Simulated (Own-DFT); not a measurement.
# Two functionals across a range of volumes: C11b WSi2, 30 atoms (Si20W10)

Calculated, not measured: single-point runs of Own-DFT, a retired in-house plane-wave DFT program that no person has reviewed, on unrelaxed cells, without spin or spin-orbit coupling.

Keep in mind: forces on such cells failed a check on a denser k mesh; stress not checked against mesh or cutoff.

Each geometry was run with PBE and with PBEsol, otherwise alike: PseudoDojo norm-conserving scalar-relativistic files made for PBE; cutoff 50 hartree; 5 x 5 x 5 k mesh centred on Gamma; cold (Marzari-Vanderbilt) smearing of 0.2 eV. Unstrained cell vectors in Å: (-2.149, -5.953, 3.409); (-6.444, 2.976, 1.136); (-2.553, -2.948, -6.757). Each has a uniform strain, of which the change of volume is shown, and random moves of rms u per axis.

| run | volume change (%) | u (Å) | P with PBE (GPa) | P with PBEsol (GPa) |
|---|---|---|---|---|
| 1 | 0.96 | 0.0481 | 3.43 | -0.63 |
| 2 | 3.06 | 0.0546 | 0.33 | -3.61 |
| 3 | 4.55 | 0.0501 | -2.98 | -6.86 |
| 4 | 0.67 | 0.0525 | 4.68 | 0.62 |
| 5 | 1.26 | 0.0539 | 2.99 | -1.05 |
| 6 | 1.28 | 0.0545 | 4.07 | 0.06 |
| 7 | -0.40 | 0.0526 | 6.35 | 2.24 |
| 8 | 0.89 | 0.0410 | 3.84 | -0.19 |
| 9 | -4.53 | 0.0478 | 18.72 | 14.39 |
| 10 | 0.90 | 0.0511 | 4.66 | 0.62 |
| 11 | -3.60 | 0.0646 | 16.86 | ? |

Asked: by how much does PBEsol shrink this cell, and what belongs in the blank?

## Answer

Write v for the change of volume as a fraction. Fitted to v and u², the PBE pressure has a slope of -237 ± 15 GPa in v, with the ions held to the strained lattice. The difference PBEsol less PBE is -4.09 + 5.0 v GPa (slope ± 0.2) and averages -4.05 GPa. Divided by the mean slope of the two, 235 GPa, that makes PBEsol's volume at a given pressure, near 3 GPa, about 1.7 % smaller, or 0.57 % in lengths. At one volume PBEsol's slope is the smaller by 5 GPa, but its pressure there is lower too. If stiffness rises by about 4 GPa for each GPa, PBEsol at equal pressure is stiffer by about 11 GPa. Files made for PBEsol would give a different shift.

For run 11 the line gives 12.58 GPa. The hidden result is 12.58 GPa.
